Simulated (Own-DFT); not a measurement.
# What a defect does to the pressure of its cell: zincblende GaAs

No measurement is shown. These are fixed-geometry runs of a retired plane-wave code named Own-DFT, which no person has reviewed; spin and spin-orbit coupling are neglected.

Settings: PBE; PseudoDojo norm-conserving scalar-relativistic files; cutoff 42 hartree; 3 x 3 x 3 k mesh centred on Gamma; Fermi-Dirac smearing of 0.1 eV.

Limits (not all hold for every row): not probed for a lower state with spin; forces on such cells failed a check on a denser k mesh; forces not confirmed at this smearing and k mesh; stress not checked against mesh or cutoff.

All runs share one cell, with vectors in Å (11.307, 0.000, 0.000); (0.000, 11.307, 0.000); (0.000, 0.000, 11.307) and a volume of 1445.4 Å³. The atoms are randomly displaced, by u rms on each axis. The defect's site can differ from row to row.

| cell | formula | u (Å) | P (GPa) |
|---|---|---|---|
| no defect | As32Ga32 | 0.0202 | 3.50 |
| no defect | As32Ga32 | 0.0488 | 3.98 |
| no defect | As32Ga32 | 0.0515 | 3.96 |
| one As on a Ga site | As33Ga31 | 0.0287 | 4.25 |
| one As on a Ga site | As33Ga31 | 0.0485 | 4.50 |
| one As on a Ga site | As33Ga31 | 0.0525 | 4.77 |
| two As on a Ga site each | As34Ga30 | 0.0286 | ? |
| two As on a Ga site each | As34Ga30 | 0.0291 | 4.79 |
| two As on a Ga site each | As34Ga30 | 0.0316 | 4.83 |
| two As on a Ga site each | As34Ga30 | 0.0333 | 4.85 |
| two Ga vacancies | As32Ga30 | 0.0313 | 2.94 |
| two Ga vacancies | As32Ga30 | 0.0314 | 2.93 |
| two Ga vacancies | As32Ga30 | 0.0315 | 3.03 |
| one As on a Ga site and one Ga on an As site | As32Ga32 | 0.0272 | 3.90 |
| one As on a Ga site and one Ga on an As site | As32Ga32 | 0.0303 | 3.94 |
| one As on a Ga site and one Ga on an As site | As32Ga32 | 0.0466 | 4.06 |

## Working it out

P = P0 + c u² + a shift for each defect gives P0 = 3.44 GPa, c = 204 ± 27 GPa/Å² and a scatter of 0.07 GPa. The shifts, and each times the cell's volume:

- two As on a Ga site each: 1.18 ± 0.06 GPa, 10.6 eV (5.3 eV for each of its 2 sites)
- one As on a Ga site: 0.66 ± 0.06 GPa, 6.0 eV
- one As on a Ga site and one Ga on an As site: 0.26 ± 0.06 GPa, 2.4 eV
- two Ga vacancies: -0.68 ± 0.06 GPa, -6.1 eV (-3.1 eV for each of its 2 sites)

Against the defect-free cell, a freed cell would be larger where the shift is positive and smaller where it is negative (160.2 GPa Å³ is 1 eV). The atoms around the defects weren't relaxed, which would change these numbers.

## Prediction

Q: what pressure belongs in the blank (two As on a Ga site each, u = 0.0286 Å)?

The fitted form gives 4.79 ± 0.08 GPa. The run itself gave 4.79 GPa.
